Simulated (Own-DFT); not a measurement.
# One host, several defects: zincblende GaAs

No measurement is shown. These are fixed-geometry runs of a retired plane-wave code named Own-DFT, which no person has reviewed; spin and spin-orbit coupling are neglected.

Method: PBE; PseudoDojo norm-conserving scalar-relativistic files; cutoff 42 hartree; 3 x 3 x 3 k mesh centred on Gamma; Fermi-Dirac smearing of 0.1 eV.

Limits (not all hold for every row): not probed for a lower state with spin; forces not confirmed at this smearing and k mesh; stress not checked against mesh or cutoff.

All runs share one cell, with vectors in Å (10.862, 0.000, 0.000); (0.000, 10.862, 0.000); (0.000, 0.000, 11.796) and a volume of 1391.7 Å³, strained against the parent crystal. The atoms are randomly displaced, by u rms on each axis. The defect's site can differ from row to row.

```
cell,formula,u (Å),P (GPa)
no defect,As32Ga32,0.0281,6.67
no defect,As32Ga32,0.0289,6.64
no defect,As32Ga32,0.0495,7.05
one Al on a Ga site,AlAs32Ga31,0.0290,6.61
one Al on a Ga site,AlAs32Ga31,0.0296,6.67
one Al on a Ga site,AlAs32Ga31,0.0444,6.92
one As vacancy and one Ga vacancy,As31Ga31,0.0297,?
one As vacancy and one Ga vacancy,As31Ga31,0.0312,5.91
one As vacancy and one Ga vacancy,As31Ga31,0.0504,6.20
one As vacancy and one Ga vacancy,As31Ga31,0.0517,6.26
one In on a Ga site,As32Ga31In,0.0291,7.39
one In on a Ga site,As32Ga31In,0.0292,7.42
one In on a Ga site,As32Ga31In,0.0296,7.43
one P on an As site,As31Ga32P,0.0298,6.35
one P on an As site,As31Ga32P,0.0315,6.43
one P on an As site,As31Ga32P,0.0484,6.67
```

## What the rows give

P = P0 + c u² + a shift for each defect gives P0 = 6.49 GPa, c = 222 ± 12 GPa/Å² and a scatter of 0.03 GPa. The shifts, and each times the cell's volume:

- one In on a Ga site: 0.74 ± 0.02 GPa, 6.4 eV
- one Al on a Ga site: -0.02 ± 0.02 GPa, -0.2 eV (not resolved)
- one P on an As site: -0.31 ± 0.02 GPa, -2.7 eV
- one As vacancy and one Ga vacancy: -0.82 ± 0.02 GPa, -7.1 eV

A positive shift means that the defect pushes the cell outwards. Shift times volume (160.2 GPa Å³ is 1 eV) depends little on the cell's size, so, taken for each site, it can be compared between cells at like pressure. The atoms around the defects weren't relaxed, which would change these numbers.

## Prediction

The question: what pressure belongs in the blank (one As vacancy and one Ga vacancy, u = 0.0297 Å)?

Estimate: 5.86 ± 0.04 GPa. The calculation gave 5.90 GPa.
